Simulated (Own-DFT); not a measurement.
## Calculated data, GaN (wurtzite, strained, atoms displaced)

All values are calculated (Own-DFT development build). A calculation, not a measurement: plane-wave PBE density functional theory by an unreviewed code, no spin, of a simulated periodic cell, stress positive in tension, free energy of the whole cell less one offset for each atom, forces on such cells passed a denser k mesh, this cell's mesh not checked; offsets are fitted by least squares, one for each functional and potential file, so energies compare only between cells with the same atoms and settings and are not formation energies; the far tail of each file's local potential was reset to the Coulomb form; each entry is a single point on an unrelaxed cell, so the pressure reflects the starting lattice, mostly measured values (interpolated for alloys), from which strain is counted, and rises with the displacements; printed positions are rounded, which can move forces by about a meV/angstrom; the program, named Own-DFT, is a retired in-house code; no spin-orbit coupling.

Settings shared by all entries: functional PBE; potential files PseudoDojo norm-conserving, scalar-relativistic, standard set with the stringent files for Ga; wave cutoff 96 hartree; occupations Gaussian; smearing width 0.01 eV; k mesh 3 x 4 x 3 centred on Gamma.

(1) 
```xyz
96
Lattice="12.7560 0.0000 0.0000 -4.7835 8.2853 0.0414 0.0000 0.0518 10.3700" Properties=species:S:1:pos:R:3:force_x:R:1:force_y:R:1:force_z:R:1 formula=GaN free_energy_of_cell_above_offsets=-4.958 pressure=6.84 stress_xx=-7.89 stress_yy=-6.3 stress_zz=-6.33 stress_yz=1.14 stress_xz=0.33 stress_xy=-0.27
Ga    -0.0731     1.9160    10.3469      1.845     -0.511       0.16
Ga     1.5924     0.9648     2.6137     -0.123     -0.429     -0.124
N     -0.0058     1.8923     2.0067      0.418     -1.273     -1.023
N      1.6674     0.9700     4.6015     -1.905     -0.872      -0.73
Ga     0.0092     1.8359     5.1795     -0.265      0.316      0.931
Ga     1.6706     0.9707     7.7587     -0.956      0.006      1.491
N     -0.0538     1.8491     7.2705      2.103      0.984     -1.696
N      1.7008     0.8874     9.7917     -1.623      1.781     -0.375
Ga    -1.6348     4.6170    10.3419      0.335      1.404      1.314
Ga     0.0741     3.6625     2.5894     -0.679      1.162      0.635
N     -1.5014     4.5683     2.0217     -0.916      0.601     -0.912
N     -0.0586     3.6596     4.5437      1.825     -0.028      0.402
Ga    -1.5170     4.6200     5.2192     -1.659      0.658     -0.551
Ga    -0.0003     3.7716     7.7705      0.352     -0.443      0.492
N     -1.6201     4.6179     7.1539      1.028      0.814      0.021
N      0.0019     3.7792     9.7871     -0.014     -0.498     -0.724
Ga    -3.2585     7.3662     0.1639      0.478     -0.378     -2.209
Ga    -1.6196     6.4737     2.5498      1.612     -1.418      1.651
N     -3.1354     7.3788     2.0138     -1.216      0.899      1.062
N     -1.5743     6.5108     4.6232     -0.462     -0.539     -0.771
Ga    -3.2226     7.3509     5.1703      0.554      0.013      0.571
Ga    -1.7307     6.4924     7.8602       2.88     -0.472     -0.303
N     -3.1913     7.4033     7.2455       0.59      1.912     -2.645
N     -1.6824     6.5277     9.7488      0.835      -0.87      1.494
Ga     3.2298     1.8880     0.0618     -0.153     -1.111     -0.854
Ga     4.6250     0.9271     2.6585      3.378     -0.446      0.257
N      3.1917     1.8214     1.9996     -1.447      1.621     -0.191
N      4.8068     0.9167     4.6250     -1.304      0.973     -1.166
Ga     3.1566     1.8993     5.1549      1.794      0.261      1.492
Ga     4.7881     0.9975     7.8243      0.188     -1.822     -0.264
N      3.2134     1.8959     7.2172     -0.262      0.653     -1.579
N      4.7690     0.9195     9.7312      0.405      0.529      1.215
Ga     1.5637     4.6549     0.0406      0.877     -0.494     -0.023
Ga     3.1386     3.7207     2.6700      2.026     -0.542     -1.447
N      1.6608     4.6600     2.0605     -1.187     -1.714     -1.833
N      3.2305     3.7433     4.5148     -0.876     -0.331      1.806
Ga     1.5470     4.6537     5.2445      0.211     -0.702     -1.167
Ga     3.2521     3.7716     7.7377     -0.956     -0.585      0.709
N      1.6135     4.6982     7.1086      0.052     -1.812      1.187
N      3.1914     3.7346     9.7358     -1.286      0.066     -0.331
Ga     0.0161     7.2735     0.0832     -0.915      1.329     -0.688
Ga     1.6248     6.3862     2.5841     -0.563      2.748      1.748
N      0.0164     7.3981     2.0527      0.057      -0.62     -0.673
N      1.5025     6.4379     4.6669      1.436      0.456     -1.818
Ga     0.0273     7.4321     5.2762     -0.917     -0.832      1.013
Ga     1.6072     6.4223     7.8580      -0.58        1.6     -1.184
N     -0.0184     7.2900     7.2394     -0.573       1.11     -0.061
N      1.5939     6.5156     9.7194       0.48     -0.623      1.774
Ga     6.3793     1.8369     0.0499     -0.364      -0.04      -0.22
Ga     8.0299     0.8794     2.5788     -1.622      0.506       0.78
N      6.4016     1.8927     2.0058     -0.576     -0.878      0.231
N      7.9616     0.9675     4.6882      -0.41      -0.92     -2.264
Ga     6.3333     1.9012     5.1038      0.736     -1.179      1.733
Ga     8.0695     0.9542     7.8111     -1.957     -0.134     -0.426
N      6.3324     1.7765     7.0905       1.24      1.532      0.524
N      7.9520     0.9053     9.7743      0.813      1.185     -0.359
Ga     4.7045     4.6435    10.3340      1.578     -0.265      0.777
Ga     6.4322     3.7107     2.6798     -0.605      0.012     -1.654
N      4.7594     4.6007     1.9069      0.282     -0.318      0.942
N      6.4233     3.6589     4.5631     -0.738       1.75      0.335
Ga     4.7971     4.6053     5.2229      0.481      0.298      -0.29
Ga     6.3388     3.6889     7.8159      1.519     -0.607     -0.897
N      4.8426     4.6389     7.1640       -0.8      0.222     -0.617
N      6.3705     3.7853     9.6929     -0.225     -1.037      1.323
Ga     3.2982     7.3744    10.3092     -1.961      0.412      1.289
Ga     4.7356     6.4257     2.5840      1.002     -0.578      0.424
N      3.2146     7.3564     2.0071     -0.725     -0.092      -0.84
N      4.7583     6.4462     4.5708     -0.121      0.039     -0.256
Ga     3.1493     7.3878     5.1733     -0.298     -0.323      1.081
Ga     4.7870     6.4933     7.7489     -0.538     -0.169      0.215
N      3.1424     7.3994     7.1953      0.847     -0.259     -0.356
N      4.7499     6.4283     9.7073      1.468      0.692     -0.277
Ga     9.6360     1.7888     0.0165     -2.902      1.665       0.54
Ga    11.2232     0.8986     2.6304     -1.288     -0.126     -1.215
N      9.5052     1.8277     1.9484      2.042     -0.045      0.212
N     11.1265     1.0335     4.5062      1.142     -1.759      0.769
Ga     9.5493     1.7952     5.1497     -0.121      1.933      1.044
Ga    11.1681     1.0002     7.7762     -1.298     -1.489     -0.133
N      9.5673     1.8840     7.1306      0.578      0.505      0.113
N     11.0924     1.0128     9.7283      1.865     -1.357      -0.43
Ga     7.9672     4.5171     0.0978     -0.957       1.37     -0.518
Ga     9.6275     3.6324     2.6861      0.239      0.325     -1.611
N      8.0625     4.5680     2.0093      -0.52      0.564       0.34
N      9.5908     3.6941     4.5229     -0.192       0.23      2.038
Ga     7.9580     4.6710     5.1723      0.764      -1.03      0.618
Ga     9.6222     3.7747     7.7734     -2.168         -1      0.524
N      7.9544     4.7000     7.1489      0.478     -0.855     -0.348
N      9.5221     3.8206     9.8101       0.86     -2.408     -1.487
Ga     6.3742     7.4150    10.3873      0.322     -0.936     -0.354
Ga     8.0344     6.4473     2.6000     -0.847     -0.645     -0.769
N      6.3723     7.3053     1.9680      0.421       0.93      0.204
N      7.8979     6.4580     4.4822      0.554      0.927      1.258
Ga     6.3180     7.3943     5.2020      0.195      0.188     -0.214
Ga     8.1010     6.5272     7.7269     -3.617      -1.41       2.05
N      6.3474     7.3365     7.1323       1.24      1.502      0.282
N      7.9983     6.4513     9.7858     -0.741       0.54     -0.199
```

Units: free_energy_of_cell_above_offsets in eV; pressure, stress_xx, stress_yy, stress_zz, stress_yz, stress_xz, stress_xy in GPa; force_x, force_y, force_z in eV/Å.

(2) 
```xyz
96
Lattice="12.7560 0.0000 0.0638 -4.7835 8.2853 -0.0239 0.0518 0.0000 10.3700" Properties=species:S:1:pos:R:3:force_x:R:1:force_y:R:1:force_z:R:1 formula=GaN free_energy_of_cell_above_offsets=-4.779 pressure=6.94 stress_xx=-6.31 stress_yy=-6.91 stress_zz=-7.62 stress_yz=0.9 stress_xz=1.11 stress_xy=-0.1
Ga    -0.0661     1.7738     0.0784      1.123      1.285     -0.406
Ga     1.5396     0.8419     2.6597      0.371      1.461      0.657
N     -0.0815     1.8450     2.0673      2.787      0.712     -1.865
N      1.5953     0.8849     4.6552      0.593      0.215     -1.718
Ga     0.0332     1.7817     5.1880     -0.801       1.09      0.246
Ga     1.6352     0.9659     7.8821     -0.553     -1.048     -2.095
N      0.0657     1.8370     7.1227      -0.83     -0.062      0.756
N      1.6755     0.9409     9.7336     -0.431     -0.296      2.011
Ga    -1.5580     4.6198    10.3543     -0.285     -1.035      0.346
Ga    -0.0054     3.7703     2.5432      0.653     -1.704      2.063
N     -1.5394     4.6217     2.0375     -1.405      0.995     -1.948
N      0.0228     3.6483     4.5783     -0.094      0.612     -0.492
Ga    -1.5873     4.7380     5.1846      0.413     -4.339      0.751
Ga     0.0559     3.6837     7.7895     -0.559     -0.074     -1.925
N     -1.6102     4.6280     7.1192      1.209     -0.146      0.342
N      0.0060     3.6784     9.6301      0.395      -0.27      2.681
Ga    -3.1571     7.3886     0.0414     -0.633      -0.57     -0.903
Ga    -1.5259     6.4869     2.5965     -0.159     -0.795      1.256
N     -3.1234     7.3436     2.0119     -0.246      0.096     -1.179
N     -1.5957     6.3844     4.6062      1.223      3.636      -2.02
Ga    -3.1452     7.3481     5.1638     -0.283     -0.229     -0.527
Ga    -1.5819     6.4420     7.8029      0.135      0.671     -1.603
N     -3.1329     7.3677     7.0082     -0.087      0.379      2.943
N     -1.5847     6.3838     9.6783      0.478      1.269      1.564
Ga     3.3065     1.7286     0.0437     -2.344      2.344      0.439
Ga     4.7786     0.9172     2.5756      0.832      0.415      1.528
N      3.1731     1.7242     2.0247     -0.461      1.545     -0.772
N      4.7934     0.8626     4.5775     -0.003      1.086     -0.619
Ga     3.1704     1.9246     5.1774      0.511      -4.68      1.767
Ga     4.8290     0.9950     7.8567      -0.45     -0.016     -1.451
N      3.1526     1.8280     7.1960       1.16      0.395     -0.586
N      4.8217     0.8939     9.7389      1.742     -0.724      0.778
Ga     1.6157     4.6298    10.3185      0.687     -1.498     -0.214
Ga     3.1634     3.7255     2.5852      0.314     -1.348      0.446
N      1.5750     4.5862     1.9033      0.645      0.538     -0.075
N      3.2063     3.5570     4.6056     -0.444      4.219     -2.172
Ga     1.5983     4.5612     5.2726      -0.12      0.294     -1.683
Ga     3.2305     3.6547     7.7953     -0.373     -0.214      -0.03
N      1.6622     4.6192     7.1260     -0.504     -0.077       1.54
N      3.3317     3.7179     9.6825     -1.584     -0.787      1.826
Ga    -0.0246     7.3384     0.0144     -0.275      0.046      -0.33
Ga     1.5822     6.4556     2.5349      1.712      0.006      1.387
N      0.0436     7.3859     1.9941      -0.54     -0.306     -1.229
N      1.6975     6.4147     4.5906     -1.466     -0.156      -0.94
Ga     0.0408     7.4066     5.2677      0.044         -1     -0.691
Ga     1.6422     6.4202     7.8365     -0.105      1.069     -1.494
N      0.0465     7.4877     7.1661      -0.02     -1.808      0.865
N      1.5981     6.4422     9.7433      0.607      0.487      0.335
Ga     6.4092     1.8437     0.0494     -0.691        0.6     -0.803
Ga     7.9253     0.9793     2.6860      2.053     -0.717     -0.669
N      6.4339     1.8015     1.9392      -1.52      1.167      0.544
N      8.0346     0.9789     4.5753     -0.152     -1.169      0.337
Ga     6.4508     1.7709     5.1949     -1.321      0.577      0.115
Ga     8.0932     0.8999     7.8608     -1.781     -0.007     -0.492
N      6.3613     1.8743     7.1119       1.18     -0.984      1.007
N      8.0287     0.9164     9.8504     -0.097      0.275      -1.55
Ga     4.7697     4.6283     0.0712      0.323      0.103     -1.048
Ga     6.3907     3.7290     2.6254      0.348     -1.299      1.142
N      4.8354     4.5999     1.9969      -1.12     -0.835       -0.2
N      6.4673     3.6028     4.5882     -1.293      0.687       -0.3
Ga     4.7104     4.5707     5.2373      1.767      0.505     -0.416
Ga     6.4591     3.6578     7.7149     -0.941      0.742      0.509
N      4.7394     4.5520     7.1623      1.399      0.611     -0.333
N      6.3657     3.7033     9.6920      0.581      -0.91      0.812
Ga     3.2112     7.4071    10.3828      1.256     -1.359      0.311
Ga     4.7660     6.3637     2.6423      0.133      1.722      0.539
N      3.2822     7.4233     1.9488      -1.41     -0.825      0.309
N      4.8299     6.4426     4.5705      -0.01     -0.209      0.492
Ga     3.1941     7.3949     5.2005      1.246     -0.126     -0.605
Ga     4.8342     6.4057     7.7741     -0.495     -0.302      0.343
N      3.2446     7.3922     7.1001     -0.285     -0.438      1.639
N      4.9543     6.4228     9.7572     -1.764      0.823     -0.027
Ga     9.5784     1.8885    10.3621      0.791     -0.321      2.059
Ga    11.2173     0.9628     2.6940      -2.62     -1.528      0.147
N      9.6281     1.8429     2.1053     -0.984      0.824     -1.594
N     11.1383     0.9253     4.5823      1.047      0.019       0.91
Ga     9.6050     1.8513     5.2216      0.143      0.378     -0.125
Ga    11.1691     0.9394     7.9043      0.705      -0.39     -2.398
N      9.5750     1.8022     7.1530       0.89       0.82      0.617
N     11.2091     0.9625     9.7406     -0.426     -0.155      1.794
Ga     7.8618     4.5811     0.0685      1.022      0.275     -0.489
Ga     9.5594     3.7545     2.6677      1.193      -1.59      0.428
N      8.0103     4.5832     2.0957     -0.846      1.109         -2
N      9.6148     3.7013     4.6017      0.728      -0.32      0.106
Ga     8.0502     4.4914     5.2558     -0.954      1.483     -0.549
Ga     9.6442     3.6711     7.8415     -0.971      0.137      -1.39
N      8.0059     4.6000     7.1518      0.615      0.186      0.767
N      9.5934     3.6652     9.7027     -0.186      0.709      1.917
Ga     6.4001     7.4429     0.0618     -0.209     -1.088     -0.296
Ga     7.9921     6.5051     2.5196     -0.799     -1.073      1.992
N      6.3247     7.3414     2.0167      1.173      0.711     -0.453
N      8.0215     6.4266     4.6271       0.53     -0.519     -1.293
Ga     6.5641     7.4316     5.2008     -2.236     -1.136      0.718
Ga     8.0208     6.5045     7.7694      0.288     -0.883      0.241
N      6.3812     7.3272     7.2435      0.773      1.294     -1.183
N      8.0339     6.4207     9.7531      0.353       0.74      0.859
```

Units: free_energy_of_cell_above_offsets in eV; pressure, stress_xx, stress_yy, stress_zz, stress_yz, stress_xz, stress_xy in GPa; force_x, force_y, force_z in eV/Å.

(3) 
```xyz
96
Lattice="12.7560 0.0000 0.0000 -4.7835 8.2853 0.0414 0.0000 0.0518 10.3700" Properties=species:S:1:pos:R:3:force_x:R:1:force_y:R:1:force_z:R:1 formula=GaN free_energy_of_cell_above_offsets=-4.703 pressure=7.09 stress_xx=-6.39 stress_yy=-6.12 stress_zz=-8.75 stress_yz=1.02 stress_xz=-0.46 stress_xy=1.05
Ga    -0.0082     1.9612    10.3154     -0.277     -1.266       0.76
Ga     1.5952     0.8896     2.6229     -0.077      0.362      -1.87
N     -0.0667     1.8779     1.9562      1.174     -1.228     -0.621
N      1.5973     0.8906     4.4816      -0.39      1.344      1.313
Ga    -0.0084     1.8323     5.2771     -0.224      0.611     -1.961
Ga     1.5800     0.9490     7.7465      0.718     -0.306      0.813
N      0.0118     1.8442     7.1475      -0.52      0.417      0.927
N      1.6307     1.0464     9.7484     -1.099     -1.125     -0.511
Ga    -1.5251     4.6270    10.3611     -1.437      0.642      0.447
Ga     0.0294     3.6460     2.5544     -1.917      0.348      1.528
N     -1.5954     4.6311     1.9701      0.422       -0.4     -0.559
N     -0.0624     3.7324     4.5282       1.36     -1.487      0.397
Ga    -1.5868     4.5485     5.2570      -0.39        1.1     -0.915
Ga    -0.0606     3.7211     7.8221      0.836      0.128     -2.629
N     -1.6375     4.6670     7.1495      0.642     -0.348      0.678
N      0.0306     3.7428     9.6308     -0.412      0.131      2.303
Ga    -3.2107     7.3768     0.0425      0.678      0.485     -0.143
Ga    -1.5690     6.4358     2.6278     -0.409     -0.177      0.727
N     -3.2315     7.2653     1.9711       0.61      1.474      0.308
N     -1.5611     6.4361     4.6357      -1.05      0.053     -0.856
Ga    -3.1709     7.4619     5.2501     -0.329     -2.433     -0.496
Ga    -1.5885     6.5068     7.7798     -0.369      0.165      0.382
N     -3.2442     7.3703     7.1586      0.227      0.418      0.626
N     -1.6429     6.5043     9.7626      0.498      -0.19     -0.357
Ga     3.1432     1.8599     0.0890      1.401      0.249     -1.454
Ga     4.8360     0.9270     2.6087     -1.063     -0.356     -0.076
N      3.2404     1.9117     1.9423     -0.426     -0.897      1.632
N      4.8296     0.8828     4.5281     -0.889      0.443       0.27
Ga     3.1368     1.8367     5.2086      1.474      0.517     -1.291
Ga     4.7899     1.0729     7.8111      0.686     -1.354     -0.465
N      3.2314     1.8352     7.1051     -1.386      0.913      0.381
N      4.8396     0.9625     9.7086     -1.221      0.099      0.946
Ga     1.5533     4.5439     0.0794      0.095      1.502      -0.34
Ga     3.1719     3.7567     2.6482     -0.363     -1.392     -0.455
N      1.5585     4.5328     2.0340      0.537      1.616     -1.147
N      3.1530     3.7759     4.5135      1.407     -1.864      1.243
Ga     1.6095     4.5726     5.1468     -1.221      0.772      0.591
Ga     3.1254     3.7528     7.7003      2.293     -1.444      1.855
N      1.6865     4.6120     7.1269     -3.414      0.967     -0.552
N      3.0917     3.7828     9.8235      1.959     -0.989     -1.248
Ga    -0.0483     7.3065     0.0862      0.526      0.777     -2.269
Ga     1.5302     6.4638     2.5420      1.563     -0.631      1.932
N      0.0109     7.3484     1.9293      -0.85      0.751      1.357
N      1.6686     6.3997     4.6253      -1.22      1.105     -1.046
Ga    -0.0394     7.3401     5.2955      1.457      0.103     -1.933
Ga     1.5651     6.4713     7.7720     -0.297     -0.069      0.438
N     -0.0342     7.4450     7.1280      0.401     -0.033      2.061
N      1.5839     6.4787     9.7592     -0.541     -0.462      0.248
Ga     6.4106     1.8654    10.3320     -0.082       -0.9       0.49
Ga     7.9046     0.9028     2.4787      3.029     -0.009      2.464
N      6.4151     1.7589     1.9654     -1.642      2.181     -1.323
N      7.9981     0.9302     4.5988      0.406     -0.295     -1.209
Ga     6.4267     1.8370     5.1127     -0.538     -0.105      1.079
Ga     7.8900     0.9951     7.7379       1.55     -0.577     -0.156
N      6.3921     1.9030     7.1150     -0.578      0.919      -0.01
N      7.9686     0.9080     9.6630      0.375      1.014      0.954
Ga     4.8049     4.6001    10.3330     -1.036      0.797      0.243
Ga     6.2782     3.6874     2.5647      2.053     -1.085      1.074
N      4.7504     4.6009     2.0878      0.036     -1.117     -2.996
N      6.3534     3.6444     4.5573      0.628      0.976     -0.455
Ga     4.8423     4.6475     5.1782     -0.702     -0.744      0.896
Ga     6.4482     3.7680     7.9366     -1.194     -0.954      -4.91
N      4.7975     4.6294     7.2196      0.313     -0.137     -0.666
N      6.4108     3.6603     9.6764     -0.333      1.075      4.287
Ga     3.1709     7.3929    10.4057     -0.199     -0.001     -0.099
Ga     4.7607     6.3194     2.5926      0.316      3.619      0.533
N      3.2351     7.3800     2.0106     -0.802     -1.145     -0.876
N      4.7670     6.4252     4.5167      0.177      0.806      0.871
Ga     3.1893     7.3986     5.3209     -0.193     -0.428     -2.122
Ga     4.7707     6.4626     7.8148     -0.588      0.302      -0.92
N      3.1268     7.4045     7.1784      0.966      0.108      0.965
N      4.7346     6.5562     9.6847      1.355     -1.288      1.548
Ga     9.5489     1.8375     0.0775     -0.683      0.885     -0.619
Ga    11.1495     0.8702     2.5628     -0.451      1.755       1.01
N      9.6014     1.9390     2.0075     -0.924     -1.238     -0.335
N     11.1387     0.9071     4.6190      1.337      0.138     -1.549
Ga     9.6275     1.8212     5.2072     -1.439      0.876     -1.538
Ga    11.1073     0.8808     7.7483      0.497      0.917      0.899
N      9.6536     1.8721     7.0476      -1.35      0.325      2.231
N     11.0840     1.0081     9.7994      1.466      0.014     -1.683
Ga     7.9509     4.7029    10.3843      0.825     -0.732      0.578
Ga     9.5422     3.7420     2.6527      0.344      -0.04     -0.862
N      7.9194     4.5835     1.9871     -0.496      0.687     -0.559
N      9.6348     3.6708     4.5161     -1.249      0.372      1.577
Ga     7.9725     4.6860     5.2022      0.189      -1.99      0.153
Ga     9.5411     3.7276     7.7776       1.06     -0.971      0.287
N      7.9945     4.6066     7.2451     -0.618      0.598     -1.568
N      9.5646     3.8107     9.7077      -0.03     -1.037      0.724
Ga     6.4240     7.4464    10.2979     -1.151     -0.087      0.725
Ga     7.8834     6.5047     2.5736     -0.006     -0.963      0.902
N      6.3213     7.4585     1.8862      0.035     -2.293      0.244
N      7.9428     6.4261     4.5938      0.014      1.894     -0.638
Ga     6.2897     7.4160     5.2407      0.841     -1.415       -0.8
Ga     7.9356     6.4089     7.8546      0.602      0.953     -1.573
N      6.3859     7.3773     7.1424     -0.349     -0.594      0.935
N      8.0153     6.5225     9.7190      -0.96     -0.103      0.822
```

Units: free_energy_of_cell_above_offsets in eV; pressure, stress_xx, stress_yy, stress_zz, stress_yz, stress_xz, stress_xy in GPa; force_x, force_y, force_z in eV/Å.
